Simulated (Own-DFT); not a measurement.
Simulation results for SiC (3C silicon carbide, atoms displaced)

Computed with Own-DFT development build. A calculation, not a measurement: plane-wave PBE density functional theory by an unreviewed code, no spin, of a simulated periodic cell, stress positive in tension, free energy of the whole cell less one offset for each atom, forces on such cells passed a denser k mesh, this cell's mesh not checked; offsets are fitted by least squares, one for each functional and potential file, so energies compare only between cells with the same atoms and settings and are not formation energies; the far tail of each file's local potential was reset to the Coulomb form; each entry is a single point on an unrelaxed cell, so the pressure reflects the starting lattice, mostly measured values (interpolated for alloys), from which strain is counted, and rises with the displacements; printed positions are rounded, which can move forces by about a meV/angstrom; the program, named Own-DFT, is a retired in-house code; no spin-orbit coupling.

Common to all runs: functional PBE; potential files PseudoDojo norm-conserving, scalar-relativistic, standard set; wave cutoff 42 hartree; occupations Fermi-Dirac; smearing width 0.1 eV; hardware one NVIDIA H100; k mesh 4 x 4 x 4 centred on Gamma.

(1) 
```xyz
64
Lattice="8.7192 0.0000 0.0000 0.0000 8.7192 0.0000 0.0000 0.0000 8.7192" Properties=species:S:1:pos:R:3:force_x:R:1:force_y:R:1:force_z:R:1 formula=SiC free_energy_of_cell_above_offsets=11.775 pressure=11.47 stress_xx=-12.05 stress_yy=-11.42 stress_zz=-10.95 stress_yz=-0.5 stress_xz=1.28 stress_xy=2.09 wall_time=391.7
Si     0.1004     8.6240     8.6692     -2.801      2.151       2.07
Si     0.1702     2.1996     2.3038     -2.823     -1.591     -3.067
Si     2.3570     0.0691     2.1127     -1.034     -3.455      3.786
Si     2.1063     2.2747     0.0040       0.16     -3.011       0.07
C      1.1995     0.9298     1.2119     -3.265      4.874     -3.591
C      0.9734     3.5004     3.1849      1.296     -3.689      2.367
C      3.2899     1.0580     3.3189     -0.219      1.382      0.723
C      3.1152     3.2489     1.2186      3.855     -1.375     -4.285
Si     8.6325     0.0729     4.2703      5.567     -3.977      4.239
Si     8.6209     2.3212     6.5224       3.14     -2.161      0.088
Si     2.3608     0.0371     6.4775       -3.8      -0.55      0.743
Si     2.2160     2.2824     4.3992     -3.286     -3.598     -2.295
C      1.1232     1.1150     5.4572     -0.451      1.287     -0.313
C      1.0392     3.3872     7.6188     -1.189     -2.793      2.374
C      3.3393     1.0253     7.6895     -1.968      4.754     -2.913
C      3.1663     3.2537     5.3648      4.717      2.185       3.12
Si     8.6897     4.3570     0.0664      2.055      2.517     -0.868
Si     8.5206     6.6614     2.1708       4.43     -2.448      2.538
Si     2.1680     4.2262     2.1884     -1.631      7.717      1.252
Si     2.1536     6.5391     0.0625      1.271       1.45     -1.529
C      0.9442     5.6525     1.0590      0.934     -3.494      0.886
C      1.2190     7.6062     3.2972     -1.743      0.542      0.179
C      3.2922     5.5870     3.3633     -1.142     -4.147     -0.331
C      3.3046     7.7970     1.0128      1.202     -3.526     -1.207
Si     8.7172     4.4629     4.3299      0.602     -0.376      1.923
Si     8.6952     6.4459     6.7323      2.329      3.024      -5.82
Si     2.1769     4.2300     6.6640      3.033      3.838     -3.673
Si     2.2521     6.4932     4.5950     -0.373      2.991     -4.576
C      1.3009     5.3408     5.3726     -5.047     -1.775      3.992
C      1.0327     7.5881     7.6135      2.988      0.052     -0.118
C      3.3497     5.4650     7.6098     -0.723     -1.299      1.618
C      3.3022     7.5299     5.5769      2.866      1.894      -0.55
Si     4.4547     0.0194     8.4533     -0.238      -1.67      7.575
Si     4.1737     2.1558     2.1923      3.991     -0.882      1.223
Si     6.5533     0.0315     2.2445     -0.345     -2.497     -0.064
Si     6.3333     2.0663     0.0942      4.678      3.101     -2.665
C      5.5696     0.9320     1.1603     -5.111      3.306     -1.827
C      5.3886     3.2257     3.4068      1.657     -1.578     -4.299
C      7.7026     0.9977     3.2205     -2.228      5.269     -0.239
C      7.6357     3.4056     1.0033     -1.573     -5.162      2.309
Si     4.5244     0.0909     4.3532     -4.336      -2.69     -0.481
Si     4.4358     2.1092     6.3772     -4.264       4.38      3.218
Si     6.4933     0.1906     6.4995      4.547     -4.099      1.579
Si     6.6402     2.2550     4.4888     -2.451     -2.391     -3.449
C      5.3894     1.0214     5.5207       2.65      2.467      -3.09
C      5.3854     3.4051     7.5280      0.187     -5.444        0.5
C      7.6319     1.2113     7.5245     -0.906     -0.852      2.966
C      7.6288     3.2945     5.4250      0.946       2.71      1.414
Si     4.4615     4.2545     8.7165     -3.574      3.442      0.872
Si     4.1599     6.4836     2.2062      4.139      4.322     -3.408
Si     6.4933     4.2770     2.0604     -0.126      1.653      2.152
Si     6.5384     6.4613     8.4656      0.623      2.589      4.875
C      5.5177     5.4998     0.9192     -2.039     -2.009      2.756
C      5.3576     7.7347     3.2512      2.297     -3.077     -0.404
C      7.5140     5.3293     3.3760      2.377       -0.6     -5.576
C      7.4639     7.5829     1.1835      0.461      1.298     -3.893
Si     4.4377     4.4201     4.2182     -2.105      0.637      3.744
Si     4.5546     6.4963     6.5332     -1.607      0.429     -0.233
Si     6.5153     4.4350     6.6559      1.138     -1.543     -3.889
Si     6.6695     6.4569     4.2214     -4.251      5.278      4.905
C      5.5840     5.3600     5.3876      -1.12      1.937       0.69
C      5.6279     7.7836     7.6712     -0.182     -3.139     -3.669
C      7.6858     5.3754     7.6060     -1.428       -0.6      1.083
C      7.6676     7.7455     5.5359     -0.758     -1.983     -1.506
```

Units: free_energy_of_cell_above_offsets in eV; pressure, stress_xx, stress_yy, stress_zz, stress_yz, stress_xz, stress_xy in GPa; wall_time in s; force_x, force_y, force_z in eV/Å.

(2) 
```xyz
64
Lattice="8.7192 0.0000 0.0000 0.0000 8.7192 0.0000 0.0000 0.0000 8.7192" Properties=species:S:1:pos:R:3:force_x:R:1:force_y:R:1:force_z:R:1 formula=SiC free_energy_of_cell_above_offsets=10.572 pressure=10.94 stress_xx=-10.64 stress_yy=-12.36 stress_zz=-9.82 stress_yz=1.68 stress_xz=1.46 stress_xy=0.64 wall_time=402.4
Si     0.0559     8.5744     8.6318     -4.623      4.765      3.673
Si     8.6723     2.2021     2.3254      1.479      0.851     -3.308
Si     1.9822     8.7151     1.9870      7.134     -6.059      7.917
Si     2.1337     2.1184     8.7009     -0.328      2.763       2.91
C      1.1416     1.0783     1.2478     -6.775      5.821     -6.714
C      1.1729     3.2990     3.1775     -1.684     -1.087      2.589
C      3.1884     1.0384     3.1486     -0.536      0.427      2.371
C      3.4441     3.3882     1.1383     -5.434     -3.463      1.682
Si     8.6554     0.1570     4.5591      0.228      -2.35     -2.899
Si     0.0337     2.1913     6.5978     -0.723      0.398       0.76
Si     2.2608     8.6711     6.4162     -0.063      0.444      6.002
Si     2.0026     2.1337     4.4351      6.873      4.195     -4.569
C      1.3298     1.0356     5.4800     -7.121     -0.021      1.864
C      1.0470     3.4215     7.8496       2.18     -4.203     -4.399
C      3.1841     1.1628     7.6876      2.117     -2.094     -3.279
C      3.3908     3.3740     5.4201     -1.724       -2.8      0.732
Si     8.6404     4.2944     0.0720      0.305      5.482     -0.926
Si     8.6592     6.4582     2.1605      0.743      1.288      0.759
Si     2.2503     4.4101     2.2332     -0.462     -1.081     -2.942
Si     2.1299     6.5995     0.0016      3.558     -3.273      0.954
C      1.0998     5.4127     1.0842      0.091      1.093      0.342
C      1.0654     7.5915     3.3722     -1.972      1.695     -2.069
C      3.2871     5.3387     3.2916     -0.928      5.322     -0.004
C      3.3049     7.7183     1.0998     -2.935     -2.144      0.556
Si     0.0318     4.3634     4.2680      2.033      0.816       0.51
Si     0.1279     6.5758     6.4496     -3.406     -0.766      1.595
Si     2.1332     4.2884     6.5831      2.675      1.692     -0.653
Si     2.1097     6.5364     4.3476      1.965     -1.806        0.5
C      1.1355     5.4279     5.4570     -1.313     -0.507     -0.855
C      1.0589     7.5535     7.7430      1.177      0.768     -5.114
C      3.3496     5.4696     7.4451     -3.289     -2.265      4.643
C      3.1833     7.5002     5.5675      2.793      0.435     -1.972
Si     4.2265     0.0598     0.0345      1.176     -1.484     -2.234
Si     4.3154     2.2132     2.2096      0.836     -1.252     -0.485
Si     6.5953     0.0545     2.3225     -4.222      1.906     -0.537
Si     6.4624     2.1955     0.1496      1.914      0.754     -2.621
C      5.3394     1.0671     0.8902      1.664      1.403      5.758
C      5.5255     3.3577     3.1711     -4.263      -5.36      5.192
C      7.4899     1.2932     3.3206      2.713     -2.862      0.485
C      7.7250     3.2938     1.0761     -4.415     -2.955       2.97
Si     4.1571     0.0052     4.4577      1.327      1.053     -2.371
Si     4.6317     2.2181     6.6133     -5.353     -0.452     -2.101
Si     6.4564     8.6637     6.2892     -1.921      2.835      7.621
Si     6.6183     2.3194     4.4440     -3.594     -0.105     -2.293
C      5.5255     1.1589     5.3589     -2.212     -0.398      0.831
C      5.3679     3.3615     7.6874       5.12     -1.011     -0.298
C      7.4978     1.1057     7.6608      1.957     -0.916     -1.565
C      7.7253     3.3351     5.2792      0.518     -0.364      5.412
Si     4.3547     4.2502     0.0466     -0.024      6.452     -1.913
Si     4.3327     6.6109     2.2670     -1.809     -0.864     -1.959
Si     6.4467     4.3149     2.2676      3.907      4.288     -6.125
Si     6.5168     6.6231     0.0973     -0.348     -1.518      0.758
C      5.2608     5.5229     1.1400      3.454     -1.029     -0.431
C      5.3444     7.6960     3.2787      0.121      1.368      0.966
C      7.7212     5.2460     3.1404     -2.383       3.64      0.961
C      7.4573     7.7401     1.2919      4.637     -3.379     -3.532
Si     4.4198     4.4398     4.2466     -0.085     -2.559      2.664
Si     4.4161     6.6112     6.7387     -0.863      -2.75     -4.681
Si     6.5415     4.4094     6.5471      0.682      0.694      0.214
Si     6.3620     6.6042     4.2391      3.054      -2.74      2.254
C      5.4758     5.3513     5.3991      0.147      3.184      0.001
C      5.4575     7.5115     7.7104     -0.003      5.402     -0.603
C      7.6049     5.6068     7.6202      0.785     -1.982      0.558
C      7.4667     7.6779     5.4617      5.447     -3.336     -3.549
```

Units: free_energy_of_cell_above_offsets in eV; pressure, stress_xx, stress_yy, stress_zz, stress_yz, stress_xz, stress_xy in GPa; wall_time in s; force_x, force_y, force_z in eV/Å.

(3) 
```xyz
64
Lattice="8.7192 0.0000 0.0000 0.0000 8.7192 0.0000 0.0000 0.0000 8.7192" Properties=species:S:1:pos:R:3:force_x:R:1:force_y:R:1:force_z:R:1 formula=SiC free_energy_of_cell_above_offsets=9.871 pressure=10.61 stress_xx=-10.07 stress_yy=-11.07 stress_zz=-10.69 stress_yz=-1.19 stress_xz=-0.69 stress_xy=-6.35 wall_time=373.8
Si     0.0150     0.0690     0.0465      1.257     -1.669      2.111
Si     8.6781     2.2131     2.5492      4.528      3.464      -7.67
Si     2.2246     8.5901     2.2140     -3.869      -0.04     -3.441
Si     2.2288     2.1588     0.0252     -1.982     -0.748      0.145
C      1.0245     1.1392     1.2331      0.872       0.04     -0.621
C      1.1498     3.4638     3.2781      2.406     -3.292     -0.581
C      3.0967     0.9983     3.1230      4.999      2.813       4.61
C      3.3052     3.2943     1.0760     -0.733     -0.418     -0.499
Si     0.0056     8.6330     4.4648      0.561      0.722     -3.306
Si     0.0746     2.2348     6.5524     -2.854     -3.565     -2.977
Si     2.2277     8.6115     6.5126     -4.278     -3.106       -4.2
Si     2.3678     2.1558     4.4357     -5.278     -1.479     -2.585
C      1.0287     1.0586     5.3176      2.858      0.531      3.273
C      0.9970     3.3286     7.4212      2.283      0.389       6.19
C      3.0514     0.7975     7.5840      6.251      7.243      3.872
C      3.0662     3.3201     5.4961      5.319      0.117       0.15
Si     0.0419     4.3482     8.7029     -1.197      0.463      0.222
Si     0.1423     6.6289     2.2856     -8.676     -7.376      -7.58
Si     2.3628     4.4027     2.2148     -2.992     -0.154     -1.866
Si     2.1876     6.4873     0.0817     -2.193      0.263     -1.645
C      1.0239     5.4447     1.1043      2.492     -0.218      0.901
C      1.0189     7.5069     3.1992      6.727      6.819      6.563
C      3.4563     5.5238     3.1852     -2.767     -0.493      1.473
C      3.1892     7.6325     0.9686      3.941      0.913      2.905
Si     0.0582     4.4041     4.2189     -0.943      1.141      3.755
Si     8.6831     6.6248     6.6812       1.98      0.453     -3.638
Si     2.0442     4.3808     6.5392      1.447      3.452     -2.223
Si     2.0781     6.3949     4.2170      5.306      4.099     -1.065
C      1.1513     5.5620     5.2602     -4.199      -3.72      5.986
C      1.0959     7.6224     7.7194     -0.186       0.75     -0.817
C      3.1078     5.6025     7.5181      2.859      -2.11      0.976
C      3.3444     7.5544     5.3582     -1.248      0.279      0.563
Si     4.4770     0.0648     8.5863      -3.23     -1.598      1.509
Si     4.2725     2.1665     2.2235      1.149      0.641     -1.231
Si     6.5391     8.5859     2.3494      3.957      4.378      -5.22
Si     6.4993     2.0796     0.0176      0.732       2.61       1.18
C      5.3146     1.1694     1.0931      1.702     -2.572      0.369
C      5.5607     3.3053     3.1111     -3.725     -3.441      4.617
C      7.7579     1.1299     3.3438     -5.175     -5.307      2.822
C      7.5950     3.3333     0.9920      0.651     -1.804      1.507
Si     4.3670     8.6678     4.4010     -0.216      1.022     -1.309
Si     4.4006     2.2081     6.5311     -1.935      0.046     -0.114
Si     6.6679     0.0384     6.5874     -1.518      -1.48     -2.197
Si     6.5134     2.0168     4.4032       4.58       6.24     -3.528
C      5.3977     1.2109     5.2948     -2.736      -3.58      5.089
C      5.4564     3.2132     7.6625     -0.197      1.509     -0.829
C      7.6263     1.0010     7.7517       0.06      2.489     -2.367
C      7.8224     3.3014     5.3976     -3.398     -0.609      0.678
Si     4.2770     4.4947     0.0207     -0.118     -2.186     -1.957
Si     4.4405     6.6760     2.2441      0.771     -0.687      -2.52
Si     6.6402     4.3122     2.2167     -0.117      1.778     -2.847
Si     6.4634     6.5156     8.6793      1.817     -0.542      2.663
C      5.3844     5.2999     1.1394      1.932      4.448      0.138
C      5.7182     7.6964     3.4908     -7.082     -0.381      -1.55
C      7.5525     5.3958     3.3687      0.934      1.665     -1.933
C      7.6898     7.5974     1.1065     -1.867      0.303       0.69
Si     4.3089     4.3748     4.3021      2.222     -0.352      1.508
Si     4.5169     6.6488     6.5327      -6.09     -3.528     -2.592
Si     6.5833     4.4153     6.5232      0.956     -1.271      0.129
Si     6.5124     6.5159     4.3940      2.235     -3.454      1.589
C      5.4544     5.5085     5.5172     -0.155     -1.929      -1.25
C      5.4630     7.5618     7.5445      2.868      4.521      2.922
C      7.6868     5.5835     7.6485     -1.894     -3.307      0.438
C      7.6208     7.5761     5.3230      0.196      0.816      4.617
```

Units: free_energy_of_cell_above_offsets in eV; pressure, stress_xx, stress_yy, stress_zz, stress_yz, stress_xz, stress_xy in GPa; wall_time in s; force_x, force_y, force_z in eV/Å.
